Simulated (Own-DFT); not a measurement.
# PBE and PBEsol under strain: C11b WSi2, 30 atoms (Si20W10)

Source: density functional calculations with Own-DFT, an unreviewed in-house program that is no longer used. Nothing was measured or relaxed, and spin and spin-orbit coupling are left out.

Caveats: forces on such cells failed a check on a denser k mesh; stress not checked against mesh or cutoff.

Each geometry was run with PBE and with PBEsol, otherwise alike: PseudoDojo norm-conserving scalar-relativistic files made for PBE; cutoff 50 hartree; 5 x 5 x 5 k mesh centred on Gamma; cold (Marzari-Vanderbilt) smearing of 0.2 eV. Unstrained cell vectors in Å: (-2.149, -5.953, 3.409); (-6.444, 2.976, 1.136); (-2.553, -2.948, -6.757). Each has a uniform strain, of which the change of volume is shown, and random moves of rms u per axis.

| run | volume change (%) | u (Å) | P with PBE (GPa) | P with PBEsol (GPa) |
|---|---|---|---|---|
| 1 | 1.02 | 0.0432 | 3.39 | -0.64 |
| 2 | -3.27 | 0.0471 | 14.20 | 9.92 |
| 3 | 1.50 | 0.0456 | 2.53 | -1.50 |
| 4 | 2.86 | 0.0516 | 0.28 | -3.66 |
| 5 | 0.52 | 0.0492 | 5.08 | 1.01 |
| 6 | 4.31 | 0.0529 | -2.27 | -6.19 |
| 7 | 1.70 | 0.0440 | 1.99 | -2.03 |
| 8 | -1.27 | 0.0561 | 11.04 | 6.88 |
| 9 | 0.94 | 0.0499 | 4.79 | 0.76 |
| 10 | 0.48 | 0.0451 | 5.28 | 1.23 |
| 11 | -2.37 | 0.0508 | 13.31 | ? |

The question: by how much does PBEsol shrink this cell, and what belongs in the blank?

## Answer

Write v for the change of volume as a fraction. Fitted to v and u², the PBE pressure has a slope of -233 ± 5 GPa in v, with the ions held to the strained lattice. The difference PBEsol less PBE is -4.10 + 4.9 v GPa (slope ± 0.3) and averages -4.05 GPa. Divided by the mean slope of the two, 231 GPa, that makes PBEsol's volume at a given pressure, near 3 GPa, about 1.8 % smaller, or 0.59 % in lengths. At one volume PBEsol's slope is the smaller by 5 GPa, but its pressure there is lower too. If stiffness rises by about 4 GPa for each GPa, PBEsol at equal pressure is stiffer by about 11 GPa. Files made for PBEsol would give a different shift.

For run 11 the line gives 9.10 GPa. Computed: 9.08 GPa.
